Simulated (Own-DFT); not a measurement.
# Which defects push the lattice out? 4H SiC

Calculated, not measured: single-point runs of Own-DFT, a retired in-house plane-wave DFT program that no person has reviewed, on unrelaxed cells, without spin or spin-orbit coupling.

Settings: PBE; PseudoDojo norm-conserving scalar-relativistic files; cutoff 42 hartree; 4 x 4 x 3 k mesh centred on Gamma; Fermi-Dirac smearing of 0.1 eV.

Keep in mind (not all hold for every row): a neutral cation vacancy leaves holes that likely carry spin, which these runs leave out; some atoms lie very close together; not probed for a lower state with spin; forces on such cells failed a check on a denser k mesh; forces on such cells passed a denser k mesh, each cell not checked; stress not checked against mesh or cutoff.

All runs share one cell, with vectors in Å (9.248, 0.000, 0.000); (-4.624, 8.009, 0.000); (0.000, 0.000, 10.068) and a volume of 745.7 Å³. u is the rms random offset of the atoms per axis. The defect's site can differ from row to row.

```
cell,formula,u (Å),P (GPa)
no defect,C36Si36,0.0297,3.89
no defect,C36Si36,0.0631,6.50
no defect,C36Si36,0.0670,7.02
one Si on a C site,C35Si37,0.0481,11.61
one Si on a C site,C35Si37,0.0495,11.94
one Si on a C site,C35Si37,0.0500,11.29
one C vacancy,C35Si36,0.0287,3.22
one C vacancy,C35Si36,0.0290,3.47
one C vacancy,C35Si36,0.0490,5.06
one Si vacancy,C36Si35,0.0277,2.94
one Si vacancy,C36Si35,0.0290,3.08
one Si vacancy,C36Si35,0.0296,?
one Si vacancy,C36Si35,0.0300,3.04
two N on a C site each,C34N2Si36,0.0288,2.64
two N on a C site each,C34N2Si36,0.0309,2.71
two N on a C site each,C34N2Si36,0.0526,3.87
```

## Fit

P = P0 + c u² + a shift for each defect gives P0 = 3.17 GPa, c = 844 ± 69 GPa/Å² and a scatter of 0.23 GPa. The shifts, and each times the cell's volume:

- one Si on a C site: 6.40 ± 0.20 GPa, 29.8 eV
- one C vacancy: -0.40 ± 0.23 GPa, -1.9 eV (not resolved)
- one Si vacancy: -0.85 ± 0.25 GPa, -4.0 eV
- two N on a C site each: -1.38 ± 0.22 GPa, -6.4 eV (-3.2 eV for each of its 2 sites)

Positive is outwards. The product with the volume (160.2 GPa Å³ to the eV) is nearly free of the cell's size; divided by the bulk modulus at the cell's pressure it gives the volume that the defect adds. The atoms around the defects weren't relaxed, which would change these numbers.

## Withheld run

Asked: what pressure belongs in the blank (one Si vacancy, u = 0.0296 Å)?

The fitted form gives 3.06 ± 0.27 GPa. The run itself gave 3.13 GPa.
